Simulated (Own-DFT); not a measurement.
Simulation results for InAs (zincblende, strongly disordered by large displacements), GaP (zincblende, strongly disordered by large displacements)

Computed with Own-DFT development build. A calculation, not a measurement: plane-wave PBE density functional theory by an unreviewed code, no spin, of a simulated periodic cell, stress positive in tension, free energy of the whole cell less one offset for each atom, forces on such cells passed a denser k mesh, this cell's mesh not checked; broken bonds can close the gap or carry spin, so checks made on this kind of crystal may not hold here; offsets are fitted by least squares, one for each functional and potential file, so energies compare only between cells with the same atoms and settings and are not formation energies; the far tail of each file's local potential was reset to the Coulomb form; each entry is a single point on an unrelaxed cell, so the pressure reflects the starting lattice, mostly measured values (interpolated for alloys), from which strain is counted, and rises with the displacements; printed positions are rounded, which can move forces by about a meV/angstrom; the program, named Own-DFT, is a retired in-house code; no spin-orbit coupling.

Common to all runs: functional PBE; potential files PseudoDojo norm-conserving, scalar-relativistic, standard set; wave cutoff 42 hartree; occupations Fermi-Dirac; smearing width 0.1 eV; k mesh 3 x 3 x 3 centred on Gamma.

(1) 
```xyz
64
Lattice="12.1166 0.0000 0.0000 0.0000 12.1166 0.0000 0.0000 0.0000 12.1166" Properties=species:S:1:pos:R:3:force_x:R:1:force_y:R:1:force_z:R:1 formula=InAs hardware=one_NVIDIA_H200 free_energy_of_cell_above_offsets=0.114 pressure=9.55 stress_xx=-9.25 stress_yy=-10.17 stress_zz=-9.25 stress_yz=-0.48 stress_xz=1.35 stress_xy=-1.17 wall_time=1140
In     0.1587    12.0251    11.9204     -4.912      5.488      5.633
In    12.0644     2.9093     2.9944     -1.153       0.91     -0.294
In     3.1679    11.8583     3.2539       0.36      2.107      0.015
In     3.1342     2.8695    12.0831     -0.429     -0.723     -0.181
As     1.4952     1.5160     1.7159      1.267     -1.582     -1.668
As     1.4303     4.3986     4.4216     -0.218     -2.414      2.448
As     4.7768     1.4386     4.7699      0.378     -1.404     -0.696
As     4.3130     4.1989     1.7451      0.148        2.2     -1.147
In    12.0832     0.1502     6.4735     -1.263      -1.39     -2.277
In     0.0067     3.1153     8.7014      2.797      -2.73      3.416
In     3.4820     0.3314     9.0295     -3.634     -3.505     -3.085
In     3.1688     2.9325     5.9399     -0.482      1.412      0.769
As     1.7797     1.3420     7.5523     -0.028      2.037      0.411
As     1.6783     4.4587    10.6254     -1.262     -0.775     -0.244
As     4.7687     1.2336    10.5464      0.462      5.801      1.071
As     4.5067     4.9399     7.8075     -1.781     -4.022      1.959
In    12.1041     5.6104     0.1859      0.884      2.205      -0.65
In    11.7903     9.3998     3.3096      1.502      0.221     -2.871
In     2.5942     5.8858     3.0828      3.199      2.053     -1.662
In     3.0406     9.3684    12.0150      0.058     -3.824     -0.124
As     1.3739     7.5348     1.7033     -0.558      0.986     -1.541
As     1.2341    10.7821     4.2663      1.717       1.36      4.151
As     4.9313     7.4757     4.2122     -6.001     -4.892       4.68
As     4.2973    10.4316     1.5767      3.334      1.114      0.988
In     0.2719     6.1134     5.8192     -1.084      0.491      0.391
In     0.1011     9.3998     9.2408      0.479     -1.471     -1.159
In     2.8581     6.2046     9.2759     -0.176      0.257      0.021
In     3.1223     9.0941     6.2611     -0.532     -0.597     -2.572
As     1.5227     7.5509     7.5707     -0.674      0.967      0.606
As     1.4134    10.6701    10.8879      4.613     -2.988     -5.177
As     4.6596     7.6469    10.3400     -3.669     -3.614      5.172
As     4.5685    10.6257     7.5525      0.302      0.761      0.461
In     5.9388     0.1481     0.0066      0.244     -5.324      1.591
In     6.0138     2.9783     3.0379      0.646     -1.587     -0.248
In     9.4669     0.1460     2.8645     -3.761      4.074      3.304
In     8.6328     2.8155    11.8763      1.209      0.908      0.371
As     7.4260     1.2631     1.3636      2.051      2.044      3.349
As     7.2503     4.6107     4.4774      1.725     -0.787      1.206
As    10.5027     1.7206     4.5882      0.438     -0.838      0.885
As    10.3936     4.4231     1.4992     -1.634      -1.02      0.377
In     6.4441    11.9832     6.3793     -4.969     -3.874      -3.26
In     6.3505     2.7491     8.9497     -1.036      0.574     -0.465
In     9.5744    12.0655     9.2273     -5.608      4.464      4.544
In     9.0184     3.0107     6.2470      0.719      2.709     -2.026
As     7.7688     1.3038     7.2946      3.356      2.913      5.264
As     7.3153     4.6373    10.4432      0.736     -1.266      0.061
As    10.6809     1.5523    10.6805       0.65      1.811      0.194
As    10.8771     4.4991     7.4052     -3.273      3.143     -1.585
In     6.0601     6.0558    12.0714     -1.428      0.604      1.876
In     6.1614     8.9139     3.1689     -1.424      8.676      1.209
In     8.7789     6.0185     3.0039      1.871     -0.097      0.395
In     8.9963     8.8364     0.3239      0.706      1.956     -1.919
As     7.4408     7.8060     1.8542      3.073     -4.896     -5.365
As     7.5372    10.5208     4.6877      1.129      0.684     -1.408
As    10.8600     7.6549     4.3330     -3.724     -4.307      3.156
As    10.3697    10.6008     1.7958      2.059     -3.491      -5.48
In     5.7985     5.7809     6.1633      2.383      3.226     -2.621
In     5.7930     9.0681     9.1599      4.721      4.479     -3.105
In     9.0510     6.1176     9.3836      1.339      1.229     -1.271
In     8.8688     9.0080     6.2678      3.662      2.019     -3.279
As     7.6537     7.8058     7.7001     -2.967     -4.048      2.938
As     7.4829    10.7407    10.5668      0.441     -0.755      0.358
As    10.6381     7.9688    10.6292     -0.286     -2.391      0.976
As    10.5152    10.6792     7.9430      3.307     -5.272     -6.862
```

Units: free_energy_of_cell_above_offsets in eV; pressure, stress_xx, stress_yy, stress_zz, stress_yz, stress_xz, stress_xy in GPa; wall_time in s; force_x, force_y, force_z in eV/Å.

(2) 
```xyz
64
Lattice="12.1166 0.0000 0.0000 0.0000 12.1166 0.0000 0.0000 0.0000 12.1166" Properties=species:S:1:pos:R:3:force_x:R:1:force_y:R:1:force_z:R:1 formula=InAs hardware=one_NVIDIA_H200 free_energy_of_cell_above_offsets=14.165 pressure=11.39 stress_xx=-12.11 stress_yy=-10.17 stress_zz=-11.89 stress_yz=1.74 stress_xz=-2.36 stress_xy=-1.22 wall_time=1396
In    11.9312     0.0180     0.5769      3.171      1.979     -3.718
In    12.0545     2.6794     3.0520      5.291       1.48      0.909
In     2.7709    11.8079     2.9606      1.071      4.345     -0.876
In     3.4610     3.4533     0.4635     -2.679     -4.437     -3.162
As     1.4754     1.4603     1.7153      2.673      0.053     -1.731
As     1.7870     4.2443     4.5673     -2.926     -1.896      1.095
As     4.3094     1.6353     4.2004      0.839     -1.321      0.244
As     4.6217     4.9729     1.6269      4.577      1.687      1.848
In    12.0365     0.1841     5.8638      -1.45     -3.052     -3.198
In     0.0869     3.2363     8.8695      0.267     -0.336      1.124
In     2.5094    11.9585     9.3719      1.212     -0.143      0.552
In     3.1063     2.8472     6.1269     -0.489     -2.101      0.538
As     1.0646     0.9969     7.6070      3.281        3.5      3.127
As     1.5556     4.6812    11.1508      3.372     -2.699     -2.745
As     5.0628     1.1167    10.4109     -3.931     -3.377      2.541
As     4.5483     4.4318     7.3073      1.306      0.643      2.079
In    11.9090     5.9917    11.5797     -2.975       3.01      1.775
In    11.7210     9.1589     3.0376      0.366     -0.269     -0.083
In     2.7443     5.7085     3.0540     -3.435      0.137     -3.211
In     3.3275     9.5238    11.9641      3.627     -2.316      2.655
As     1.5493     7.9992     1.5895      0.091     -0.991     -0.605
As     2.0345    10.1007     4.2068     -6.097     -1.172     -1.262
As     4.2626     7.1841     3.7800      5.119      4.896      3.469
As     4.6272    10.8216     1.7057     -1.609     -3.815       1.91
In     0.8509     6.1430     6.0703      1.316     -5.218      0.667
In    11.7317     9.5069     8.5489      2.789     -3.736      3.361
In     3.1593     6.1329     8.7781     -0.967      0.083      0.605
In     3.2711     9.3449     5.8641      1.712     -4.046      1.634
As     1.2430     7.8450     7.4701       2.89      2.621      3.005
As     1.4644     9.9887    10.8139     -4.807       2.08     -2.401
As     4.5153     7.3478    10.6695     -2.526       3.51      -2.73
As     4.1555    10.2750     7.8028      2.015      1.663      2.043
In     6.1175    11.9351     0.4984     -0.645      0.699     -4.846
In     6.3345     2.8932     2.9857     -0.857     -0.164     -0.607
In     9.3568     0.1099     3.3559     -1.752     -0.971     -1.002
In     9.1634     2.8038     0.4481     -2.133     -1.307     -4.674
As     7.7507     1.0616     1.3914      2.148      2.617      3.446
As     7.4294     4.4411     4.7193     -2.668      3.898     -3.843
As    10.6410     1.7414     4.5008     -2.846     -0.479       4.64
As    10.5940     3.8223     1.7987     -0.183      6.957     -0.283
In     5.9421    11.7700     6.0197      0.034      0.776      0.197
In     6.1715     2.8016     9.4404      1.021      3.818     -2.277
In     9.4646     0.3957     9.0491      1.326     -1.068      4.461
In     8.7926     3.1889     5.9061      3.799     -3.627      3.758
As     7.9395     1.6628     8.0105     -3.508      1.931     -4.351
As     7.9672     4.2774    10.5194     -3.378     -1.393      5.148
As    10.8270     1.7180    10.7359      0.634     -0.397      0.514
As    10.5076     4.5709     7.4143      3.898      -1.01     -3.798
In     6.0855     6.2654    11.8412      4.372     -2.596      2.293
In     6.5630     9.1809     3.0534     -4.592     -2.728     -3.066
In     9.0835     5.9791     2.7361      2.384      -3.41      3.302
In     9.0590     8.9724    11.8970      1.339      3.404     -3.002
As     8.2566     7.6093     1.3640     -4.803     -0.731      1.439
As     8.2537    10.0552     4.2311      1.366      4.109     -0.075
As    11.5413     6.9969     4.5840     -5.748      2.776     -4.305
As    10.2530    10.8935     1.3851     -2.399     -3.686      1.552
In     6.0460     6.2404     6.0560     -1.411      0.157     -1.363
In     6.3247     9.2425     9.0254     -1.122     -1.089     -0.192
In     9.0251     5.3607     8.8935     -0.387      5.131     -0.429
In     9.0622     8.9986     6.0648      3.603     -0.647      1.555
As     7.7275     7.6121     7.3914     -1.348     -2.007       2.72
As     7.3685    10.6585    10.8126      1.673      0.257     -0.747
As    10.3268     7.5859    10.2496      0.756      -0.44     -1.255
As    10.3287    10.9361     7.5494     -1.666      0.456     -4.365
```

Units: free_energy_of_cell_above_offsets in eV; pressure, stress_xx, stress_yy, stress_zz, stress_yz, stress_xz, stress_xy in GPa; wall_time in s; force_x, force_y, force_z in eV/Å.

(3) 
```xyz
64
Lattice="10.9010 0.0000 0.0000 0.0000 10.9010 0.0000 0.0000 0.0000 10.9010" Properties=species:S:1:pos:R:3:force_x:R:1:force_y:R:1:force_z:R:1 formula=GaP hardware=one_NVIDIA_H100 free_energy_of_cell_above_offsets=40.973 pressure=20.14 stress_xx=-22.25 stress_yy=-20.58 stress_zz=-17.58 stress_yz=-2.76 stress_xz=-0.03 stress_xy=-0.42 wall_time=615
Ga     0.4499    10.4265     0.4854      0.149      1.946      0.682
Ga    10.8803     2.7283     2.8658     -2.789      -5.25     -3.614
Ga     2.4361    10.8503     2.5586     -0.667      1.166      1.741
Ga     2.9672     2.7248     0.3486      0.448      -2.02     -5.261
P      1.4015     1.9563     1.1317     -7.466     -5.204      3.597
P      0.8142     4.1544     3.8618      7.982      1.836      1.066
P      3.8728     1.7885     3.9867       1.24      -1.73     -0.968
P      4.5989     3.5312     0.8919      0.982      7.164     -1.481
Ga    10.6797    10.3546     5.7816     -0.906      6.021     -3.388
Ga    10.2546     2.9875     8.3223      4.287       -6.5      3.511
Ga     2.2080     0.2910     8.2749      2.854      0.663     -0.617
Ga     2.7903     2.8925     5.6640      3.097      2.005     -5.864
P      1.7324     2.0782     7.0570     -6.082     -2.833      5.409
P      2.0393     4.1556     9.8864     -3.098      1.815     -1.461
P      4.1220     0.8045    10.0544     -7.698      3.992     -3.433
P      4.2573     3.9878     7.0788     -4.246      0.391        0.2
Ga     0.0937     4.9274     0.5156      5.875      2.355     -3.364
Ga    10.8803     7.8972     2.8709       2.15      6.452     -1.006
Ga     2.6827     5.7501     2.4123      6.313       -4.3      3.716
Ga     3.0791     8.4460     0.0701     -3.022     -3.698     -5.082
P      1.2179     6.7161     1.6097     -3.355      3.585     -5.842
P      1.1865     9.5751     4.7039      5.632     -3.258     -6.173
P      4.4072     7.0015     4.4663      1.934     -2.703     -2.131
P      3.9645     9.5545     1.4736      3.704      1.945      3.856
Ga    10.5972     5.1860     5.1243     -0.922     -0.732      7.931
Ga     0.1747     8.3396     8.1199      3.262      -6.61      3.145
Ga     2.4432     5.5431     7.8143     -0.306     -2.334      1.345
Ga     2.7172     7.4991     5.4251      1.319      5.142     -2.112
P      1.2558     6.9047     6.5382      -6.82      -2.93      3.298
P      1.2031     9.7081     9.4524      1.275     -1.473       2.11
P      3.9801     6.7510     8.7521      2.033       1.67      3.844
P      3.5708     9.4428     6.8173     -3.453      3.785     -2.201
Ga     5.8182     0.0625    10.5978     -1.117     -2.228      1.887
Ga     5.9072     2.8087     2.0898      4.923     -2.183      7.105
Ga     8.6520    10.8878     2.6056     -7.855       1.42      0.162
Ga     8.8769     2.7176     0.0598     -3.864      1.377     -0.001
P      6.8641     1.4381     0.5027      5.147        5.3      5.531
P      6.8611     4.5800     3.7041     -0.973     -2.013      0.826
P      9.5755     1.0760     3.9031       3.52      4.386      5.539
P      9.2335     4.2606     1.1621      1.529     -2.962      0.901
Ga     5.2596    10.6933     5.4895     -4.746      0.765      0.329
Ga     5.7540     3.0562     8.1688     -1.637     -5.466     -2.563
Ga     8.6252     0.4960     7.9226      -1.91      0.057     -1.582
Ga     8.5587     2.2420     5.8531      1.322      0.882     -0.699
P      6.5892     1.3507     6.1090     -0.189      1.838      2.872
P      7.0185     3.8918     9.3628      4.373      3.932      4.405
P      9.1472     1.1785     9.8880      3.636     -5.921     -3.254
P      9.4995     4.4807     7.3615     -0.897      2.738     -7.033
Ga     5.2851     5.5006     0.0390     -1.857     -0.726     -3.371
Ga     5.4630     7.8247     2.6787      0.927      1.209     -1.054
Ga     8.4158     5.5201     2.3272     -2.995       4.94      6.611
Ga     8.4414     8.4765     0.2497     -5.743     -4.305     -6.097
P      6.8883     6.4534     1.0415      0.572      4.223      1.216
P      6.7717     9.5640     4.6064      0.746      0.478     -5.968
P      9.8667     6.5852     3.9212     -7.659      1.258      0.564
P      9.4612     9.5628     1.4755      6.838     -2.094       0.96
Ga     5.1875     5.1721     5.6779      3.356      2.592     -3.383
Ga     5.1748     8.5007     7.5336       4.76     -2.833      3.637
Ga     8.5083     6.0226     8.3106     -6.558     -0.476     -4.052
Ga     8.0422     8.2691     5.5758      6.782      1.705     -2.517
P      6.8753     7.1310     6.6082     -3.882     -5.819      5.066
P      6.5155     9.4320     9.7072      3.896     -7.086     -4.112
P      9.3988     6.8501     9.8056      5.156      3.257      5.105
P      9.8300     9.5697     7.3087     -9.306      1.393      1.516
```

Units: free_energy_of_cell_above_offsets in eV; pressure, stress_xx, stress_yy, stress_zz, stress_yz, stress_xz, stress_xy in GPa; wall_time in s; force_x, force_y, force_z in eV/Å.
